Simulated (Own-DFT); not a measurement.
# Misfit strain and the stress it brings: wurtzite AlGaN with randomly placed atoms, 72 atoms (Al27Ga9N36)

Source: density functional calculations with Own-DFT, an unreviewed in-house program that is no longer used. Nothing was measured or relaxed, and spin and spin-orbit coupling are left out.

All runs used: PBE; PseudoDojo norm-conserving scalar-relativistic files; cutoff 42 hartree; 4 x 4 x 3 k mesh centred on Gamma; Fermi-Dirac smearing of 0.1 eV.

Keep in mind: forces on such cells passed a denser k mesh, each cell not checked; stress not checked against mesh or cutoff.

Unstrained cell vectors in Å: (9.394, 0.000, 0.000); (-4.697, 8.135, 0.000); (0.000, 0.000, 10.066). The unstrained cell has measured lattice constants (interpolated for alloys), not those of this functional. That, the random moves and any unrelaxed bonds set the pressure at no strain. Each run strains x and y alike by e, as a substrate would, and holds the height along z. Each coordinate of each atom was shifted by a normal deviate of width 0.05 Å. The random placing of the alloy's atoms differs from row to row. Stress is positive in tension.

| e (%) | u (Å) | (s_xx + s_yy)/2 (GPa) | s_zz (GPa) |
|---|---|---|---|
| -2.25 | 0.050 | -21.26 | -8.80 |
| -1.25 | 0.049 | -14.27 | -8.46 |
| -0.75 | 0.052 | -11.93 | -8.10 |
| -0.50 | 0.052 | -10.23 | -7.64 |
| -0.25 | 0.053 | ? | ? |
| 0.50 | 0.051 | -3.78 | -5.80 |
| 0.75 | 0.051 | -1.99 | -7.71 |
| 1.75 | 0.051 | 2.56 | -3.85 |
| 2.25 | 0.047 | 4.92 | -3.03 |
| 3.00 | 0.049 | 8.87 | -3.70 |

## Worked fit

With e as a fraction, the in-plane stress is -6.9 + 590 e - 2304 e² GPa (errors 10 and 553, scatter 0.41), and s_zz is -6.8 + 121 e GPa (slope ± 19, scatter 0.95). At e = 0 the first slope is C11 + C12 and the second 2 C13, both with the ions held to the strained lattice and at the cell's own pressure. The term in e² is negative: the layer stiffens under compression and softens under tension. A free layer would change its height as e changes, and the in-plane slope would drop by 2 C13²/C33 to the biaxial modulus. At fixed height, a misfit of 1 % moves the in-plane stress by about 5.9 GPa and s_zz by 1.2 GPa.

## Prediction

The question: what are the two stresses at e = -0.25 %?

The fit gives -8.4 and -7.1 GPa. The calculation gave -9.21 and -6.89 GPa.
